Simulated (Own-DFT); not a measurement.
## Calculated data, SiGe (diamond-structure random alloy, atoms displaced)

A calculation, not a measurement: plane-wave PBE density functional theory by an unreviewed code, no spin, of a simulated periodic cell, stress positive in tension, free energy of the whole cell less one offset for each atom, forces on such cells passed a denser k mesh, this cell's mesh not checked; offsets are fitted by least squares, one for each functional and potential file, so energies compare only between cells with the same atoms and settings and are not formation energies; the far tail of each file's local potential was reset to the Coulomb form; each entry is a single point on an unrelaxed cell, so the pressure reflects the starting lattice, mostly measured values, from which strain is counted, and rises with the displacements; printed positions are rounded, which can move forces by about a meV/angstrom; the program is a retired in-house code; no spin-orbit coupling. Program: Own-DFT development build.

Common to all runs: functional PBE; potential files PseudoDojo norm-conserving, scalar-relativistic, standard set; wave cutoff 42 hartree; occupations Fermi-Dirac; smearing width 0.1 eV; k mesh 3 x 3 x 3 centred on Gamma.

```yaml
- entry: 1
  formula: SiGe
  kind: "diamond-structure random alloy, atoms displaced"
  structure:
    cell_angstrom: [[11.089, 0.0, 0.0], [0.0, 11.089, 0.0], [0.0, 0.0, 11.089]]
    atoms_fractional:
      - [Si, 0.00329, 0.99984, 0.99652]
      - [Ge, 0.99893, 0.25097, 0.24842]
      - [Ge, 0.25314, 0.00225, 0.24967]
      - [Si, 0.25115, 0.24261, 0.00304]
      - [Ge, 0.12299, 0.12959, 0.1243]
      - [Si, 0.12934, 0.37516, 0.37571]
      - [Ge, 0.37733, 0.1222, 0.38324]
      - [Ge, 0.37991, 0.37215, 0.12297]
      - [Ge, 0.00045, 0.99594, 0.50153]
      - [Si, 0.00076, 0.24725, 0.75428]
      - [Ge, 0.24697, 0.99912, 0.75228]
      - [Si, 0.24815, 0.24834, 0.49364]
      - [Si, 0.12885, 0.12913, 0.62144]
      - [Si, 0.13136, 0.37709, 0.8758]
      - [Ge, 0.37841, 0.12694, 0.87529]
      - [Ge, 0.36923, 0.37957, 0.61965]
      - [Ge, 0.00399, 0.4986, 0.00515]
      - [Ge, 0.99786, 0.75331, 0.24553]
      - [Si, 0.24853, 0.49737, 0.24899]
      - [Si, 0.24756, 0.74535, 0.99797]
      - [Si, 0.11938, 0.62502, 0.12631]
      - [Ge, 0.12715, 0.87553, 0.3767]
      - [Ge, 0.37422, 0.62429, 0.37512]
      - [Si, 0.37561, 0.87266, 0.12321]
      - [Si, 0.9984, 0.50221, 0.49845]
      - [Si, 0.00333, 0.74879, 0.74801]
      - [Ge, 0.24945, 0.50051, 0.74918]
      - [Ge, 0.2504, 0.752, 0.49912]
      - [Si, 0.12738, 0.62916, 0.62567]
      - [Si, 0.12529, 0.86924, 0.87771]
      - [Ge, 0.37293, 0.62067, 0.87555]
      - [Si, 0.37865, 0.87336, 0.625]
      - [Ge, 0.50409, 0.00301, 0.00217]
      - [Si, 0.49758, 0.24839, 0.25125]
      - [Ge, 0.74926, 0.00212, 0.25235]
      - [Si, 0.74922, 0.24784, 0.00317]
      - [Si, 0.62978, 0.12362, 0.12045]
      - [Ge, 0.62479, 0.37158, 0.37569]
      - [Ge, 0.87039, 0.12431, 0.37453]
      - [Si, 0.87855, 0.37297, 0.12244]
      - [Ge, 0.49861, 0.99915, 0.50217]
      - [Ge, 0.49836, 0.25005, 0.75167]
      - [Si, 0.74753, 0.99986, 0.74972]
      - [Si, 0.75386, 0.24939, 0.5017]
      - [Si, 0.62488, 0.12652, 0.62688]
      - [Ge, 0.6243, 0.37379, 0.87765]
      - [Ge, 0.87722, 0.12779, 0.8702]
      - [Ge, 0.87868, 0.37139, 0.63022]
      - [Ge, 0.49817, 0.50574, 0.99773]
      - [Si, 0.50241, 0.75013, 0.25462]
      - [Ge, 0.74641, 0.49785, 0.25378]
      - [Ge, 0.75219, 0.75471, 0.99585]
      - [Ge, 0.61829, 0.62157, 0.12347]
      - [Ge, 0.62755, 0.87841, 0.37048]
      - [Si, 0.87849, 0.62214, 0.38062]
      - [Si, 0.87261, 0.87473, 0.12527]
      - [Ge, 0.49607, 0.49639, 0.49645]
      - [Si, 0.49996, 0.74747, 0.74725]
      - [Si, 0.75084, 0.495, 0.74871]
      - [Si, 0.75108, 0.74678, 0.49932]
      - [Ge, 0.62751, 0.62255, 0.62597]
      - [Si, 0.62407, 0.87486, 0.87621]
      - [Si, 0.87796, 0.62337, 0.87608]
      - [Si, 0.87643, 0.87531, 0.62437]
  results:
    "free_energy_of_cell_above_offsets [eV]": "-6.103"
    "pressure [GPa]": 2.83
    "stress_xx [GPa]": -2.85
    "stress_yy [GPa]": -2.83
    "stress_zz [GPa]": -2.83
    "stress_yz [GPa]": 0.41
    "stress_xz [GPa]": 0.05
    "stress_xy [GPa]": 0.01
    force_element: [Si, Ge, Ge, Si, Ge, Si, Ge, Ge, Ge, Si, Ge, Si, Si, Si, Ge, Ge, Ge, Ge, Si, Si, Si, Ge, Ge, Si, Si, Si, Ge, Ge, Si, Si, Ge, Si, Ge, Si, Ge, Si, Si, Ge, Ge, Si, Ge, Ge, Si, Si, Si, Ge, Ge, Ge, Ge, Si, Ge, Ge, Ge, Ge, Si, Si, Ge, Si, Si, Si, Ge, Si, Si, Si]
    "force_x [eV/angstrom]": [-0.448, -0.027, -0.001, 0.095, 0.09, -0.671, -0.254, -0.877, -0.012, 1.501, 0.293, -0.138, -0.613, -0.467, -0.752, 0.02, -0.309, -0.153, -0.092, 0.02, 1.276, -0.216, -0.196, 0.083, 1.063, -0.515, -0.683, 0.345, -0.657, -0.317, -0.053, -0.421, -0.25, 0.822, 0.226, 0.628, -0.508, -0.067, 0.795, -1.041, 0.947, 0.172, 0.047, -0.701, 0.486, 0.556, -0.663, 0.078, 0.094, -0.659, 1.115, -0.143, 1.023, -0.321, -0.591, 0.375, 0.749, 0.112, 0.321, 0.469, -0.126, -0.175, -0.049, -0.633]
    "force_y [eV/angstrom]": [-0.483, 0.56, -0.332, 1.281, -0.977, 0.334, 0.768, -0.006, 0.851, 0.676, -0.245, 0.365, -0.12, -1.112, -0.483, -1.27, -0.096, -0.525, 0.285, 0.31, 0.055, 0.072, 0.09, -0.41, -0.443, 0.105, 0.102, -0.232, -0.437, 0.18, 1.331, -0.099, -0.817, -0.628, -0.069, 0.374, 0.678, -0.8, 0.319, 0.057, -0.294, 0.44, -0.295, -0.103, -0.1, 0.164, -0.786, 0.252, -1.24, 0.149, 0.219, -0.715, 1.234, -1.016, 0.555, 0.927, 0.516, 0.449, 0.574, 0.473, -0.04, 0.113, -0.125, -0.565]
    "force_z [eV/angstrom]": [0.369, 0.643, -0.342, -0.721, -0.226, -0.101, -1.159, 0.281, 0.279, -0.532, -0.42, 0.677, 0.436, 0.348, 0.344, 0.231, -0.899, 0.731, -0.287, 0.758, 0.244, -0.748, -0.759, 0.203, 0.643, 0.32, -0.224, 0.726, -0.334, -0.176, -0.602, 0.505, -0.09, -0.253, -1.446, -0.193, 1.107, 0.172, 0.594, 0.271, 0.776, -0.96, -0.263, 0.434, -0.202, -0.045, 0.783, -0.579, 0.034, -0.874, -0.594, 0.254, 0.679, 0.994, -0.75, -0.503, 0.271, 0.548, 0.758, 0.063, -0.123, -0.92, -0.699, 0.55]
- entry: 2
  formula: SiGe
  kind: "diamond-structure random alloy, atoms displaced"
  structure:
    cell_angstrom: [[11.089, 0.0, 0.0], [0.0, 11.089, 0.0], [0.0, 0.0, 11.089]]
    atoms_fractional:
      - [Si, 0.00148, 0.9979, 0.00362]
      - [Si, 0.00563, 0.2531, 0.24418]
      - [Si, 0.24747, 0.00262, 0.25016]
      - [Si, 0.25569, 0.2479, 0.99545]
      - [Ge, 0.12441, 0.12285, 0.12835]
      - [Si, 0.12572, 0.37581, 0.37554]
      - [Ge, 0.3764, 0.11989, 0.3741]
      - [Ge, 0.3753, 0.37683, 0.11863]
      - [Ge, 0.00095, 0.00077, 0.50128]
      - [Ge, 0.00096, 0.25069, 0.74585]
      - [Si, 0.25461, 0.00845, 0.74816]
      - [Ge, 0.25308, 0.25186, 0.49978]
      - [Si, 0.11993, 0.12065, 0.62447]
      - [Ge, 0.12874, 0.37297, 0.87946]
      - [Ge, 0.37342, 0.12374, 0.87672]
      - [Si, 0.37427, 0.36919, 0.62735]
      - [Ge, 0.00326, 0.49924, 0.99744]
      - [Si, 0.99702, 0.75473, 0.25233]
      - [Ge, 0.24981, 0.50066, 0.24936]
      - [Si, 0.2506, 0.75309, 0.99734]
      - [Si, 0.12282, 0.62296, 0.12654]
      - [Ge, 0.12579, 0.87602, 0.36779]
      - [Si, 0.37417, 0.62379, 0.37422]
      - [Si, 0.37549, 0.87717, 0.12366]
      - [Ge, 0.99857, 0.50126, 0.50167]
      - [Ge, 0.99455, 0.75287, 0.74769]
      - [Si, 0.25631, 0.49811, 0.75046]
      - [Si, 0.25182, 0.75244, 0.49743]
      - [Ge, 0.11905, 0.62471, 0.62063]
      - [Si, 0.12663, 0.87252, 0.87453]
      - [Si, 0.37241, 0.62222, 0.87059]
      - [Ge, 0.37683, 0.8735, 0.62934]
      - [Si, 0.50051, 0.00081, 0.00285]
      - [Ge, 0.50032, 0.25276, 0.25227]
      - [Si, 0.75707, 0.0017, 0.25266]
      - [Ge, 0.75015, 0.24934, 0.99904]
      - [Ge, 0.62119, 0.12328, 0.12026]
      - [Si, 0.62419, 0.37283, 0.37263]
      - [Si, 0.87406, 0.12745, 0.37927]
      - [Ge, 0.87585, 0.37604, 0.1219]
      - [Si, 0.49806, 0.0006, 0.50023]
      - [Si, 0.50142, 0.25072, 0.74734]
      - [Si, 0.74825, 0.99935, 0.74614]
      - [Ge, 0.74984, 0.25045, 0.50294]
      - [Si, 0.62261, 0.12683, 0.62569]
      - [Ge, 0.62592, 0.37589, 0.87729]
      - [Ge, 0.8755, 0.12091, 0.87479]
      - [Si, 0.87102, 0.37759, 0.62769]
      - [Ge, 0.50001, 0.50301, 0.00123]
      - [Ge, 0.50166, 0.74836, 0.25028]
      - [Ge, 0.75825, 0.50277, 0.25263]
      - [Si, 0.74816, 0.75019, 0.00215]
      - [Si, 0.61902, 0.62766, 0.1241]
      - [Si, 0.62843, 0.87437, 0.37384]
      - [Si, 0.87314, 0.62176, 0.37697]
      - [Ge, 0.87264, 0.876, 0.12513]
      - [Ge, 0.50034, 0.50652, 0.49556]
      - [Ge, 0.49794, 0.74572, 0.74959]
      - [Ge, 0.75112, 0.50247, 0.74896]
      - [Ge, 0.75173, 0.75412, 0.50211]
      - [Ge, 0.62961, 0.62742, 0.62199]
      - [Si, 0.62917, 0.87332, 0.87057]
      - [Ge, 0.87596, 0.62517, 0.87066]
      - [Si, 0.87483, 0.87212, 0.61875]
  results:
    "free_energy_of_cell_above_offsets [eV]": "-6.003"
    "pressure [GPa]": 2.84
    "stress_xx [GPa]": -2.82
    "stress_yy [GPa]": -2.88
    "stress_zz [GPa]": -2.82
    "stress_yz [GPa]": -0.61
    "stress_xz [GPa]": -0.8
    "stress_xy [GPa]": -0.27
    force_element: [Si, Si, Si, Si, Ge, Si, Ge, Ge, Ge, Ge, Si, Ge, Si, Ge, Ge, Si, Ge, Si, Ge, Si, Si, Ge, Si, Si, Ge, Ge, Si, Si, Ge, Si, Si, Ge, Si, Ge, Si, Ge, Ge, Si, Si, Ge, Si, Si, Si, Ge, Si, Ge, Ge, Si, Ge, Ge, Ge, Si, Si, Si, Si, Ge, Ge, Ge, Ge, Ge, Ge, Si, Ge, Si]
    "force_x [eV/angstrom]": [0.243, -0.746, 0.828, -0.811, 0.452, -0.233, -0.208, -0.336, -0.407, -0.175, -1.301, -0.875, 1.221, 0.518, 1.095, 0.609, -0.102, -0.106, -0.251, -0.03, 0.101, 0.23, -0.376, -0.331, -0.563, 0.732, -0.766, -0.135, 1.669, 0.097, -0.123, -0.555, -0.083, -0.086, -0.987, 0.068, 0.748, 0.54, 0.683, 0.348, 0.991, -0.11, 0.096, -0.318, -0.093, -0.354, 0.194, 0.522, -0.049, -0.498, -1.651, -0.342, 1.384, -0.219, 0.807, 0.204, -0.125, 0.627, -0.296, 0.024, -0.552, -0.443, -0.319, -0.075]
    "force_y [eV/angstrom]": [-0.337, -0.038, -0.599, -0.043, 0.428, -0.177, 0.247, -0.56, -0.291, 0.02, -1.136, -0.563, 0.664, -0.044, 0.174, 1.021, 0.522, -1.401, 0.021, -0.71, 1.235, -0.165, 0.741, 0.07, -1.041, 0.46, -0.142, -0.37, 0.454, 0.976, 0.416, 0.626, -1.129, -0.253, 0.213, -0.26, -0.021, 0.716, 0.268, -0.272, -0.507, -0.127, -0.286, 0.209, -0.537, -0.078, -0.227, -0.249, 0.47, 0.531, -0.266, -0.201, -0.157, 0.879, 1.359, -0.137, -1.327, 0.059, -0.476, -0.379, -0.13, 0.28, 0.363, 1.215]
    "force_z [eV/angstrom]": [-0.72, 1.352, -0.519, 0.947, -0.872, -0.252, 0.036, 0.578, -0.47, 0.189, 0.046, 0.134, 0.171, -0.919, -0.34, -0.018, 0.282, -0.383, 0.136, 0.327, -0.086, 0.726, 0.021, 0.099, -0.704, 0.026, -0.474, -0.075, 0.768, -0.167, 0.75, -0.768, -0.97, -0.526, 0.179, 0.016, 1.147, 0.404, -0.926, 0.323, 0.12, 0.356, -0.304, -0.132, -0.016, -0.68, -0.177, -0.341, -0.638, 0.192, -0.544, -0.415, 0.079, 0.063, 0.124, 0.015, 0.351, 0.674, 0.011, -1.138, 0.217, 0.67, 1.106, 0.941]
```
